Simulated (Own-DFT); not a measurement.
# Which defects push the lattice out? D0_22 TiAl3

No measurement is shown. These are fixed-geometry runs of a retired plane-wave code named Own-DFT, which no person has reviewed; spin and spin-orbit coupling are neglected.

Method: PBE; PseudoDojo norm-conserving scalar-relativistic files; cutoff 42 hartree; 4 x 4 x 4 k mesh centred on Gamma; cold (Marzari-Vanderbilt) smearing of 0.2 eV.

Keep in mind: forces on such cells failed a check on a denser k mesh; stress not checked against mesh or cutoff.

All runs share one cell, with vectors in Å (-2.365, -6.981, 4.326); (-7.667, 3.491, 1.442); (-2.950, -3.488, -7.241) and a volume of 625.4 Å³. Atoms were moved at random from their sites; u is the rms move along one axis. The defect's site can differ from row to row.

```
cell,formula,u (Å),P (GPa)
no defect,Al30Ti10,0.0200,1.96
no defect,Al30Ti10,0.0457,2.45
no defect,Al30Ti10,0.0541,2.86
one Ti vacancy,Al30Ti9,0.0286,1.86
one Ti vacancy,Al30Ti9,0.0299,1.92
one Ti vacancy,Al30Ti9,0.0505,2.26
two Al vacancies,Al28Ti10,0.0295,1.25
two Al vacancies,Al28Ti10,0.0472,1.59
two Al vacancies,Al28Ti10,0.0542,1.61
two Al on a Ti site each,Al32Ti8,0.0271,2.84
two Al on a Ti site each,Al32Ti8,0.0290,2.90
two Al on a Ti site each,Al32Ti8,0.0488,3.21
two Ti on an Al site each,Al28Ti12,0.0273,?
two Ti on an Al site each,Al28Ti12,0.0323,3.15
two Ti on an Al site each,Al28Ti12,0.0464,3.48
two Ti on an Al site each,Al28Ti12,0.0565,4.01
```

## Working it out

P = P0 + c u² + a shift for each defect gives P0 = 1.91 GPa, c = 284 ± 32 GPa/Å² and a scatter of 0.11 GPa. The shifts, and each times the cell's volume:

- two Ti on an Al site each: 1.03 ± 0.09 GPa, 4.0 eV (2.0 eV for each of its 2 sites)
- two Al on a Ti site each: 0.70 ± 0.09 GPa, 2.7 eV (1.4 eV for each of its 2 sites)
- one Ti vacancy: -0.30 ± 0.09 GPa, -1.2 eV
- two Al vacancies: -1.00 ± 0.09 GPa, -3.9 eV (-1.9 eV for each of its 2 sites)

A positive shift means that the defect pushes the cell outwards. Shift times volume (160.2 GPa Å³ is 1 eV) depends little on the cell's size, so, taken for each site, it can be compared between cells at like pressure. The atoms around the defects weren't relaxed, which would change these numbers.

## Check

Question: what pressure belongs in the blank (two Ti on an Al site each, u = 0.0273 Å)?

The fitted form gives 3.15 ± 0.13 GPa. The hidden result is 3.29 GPa.
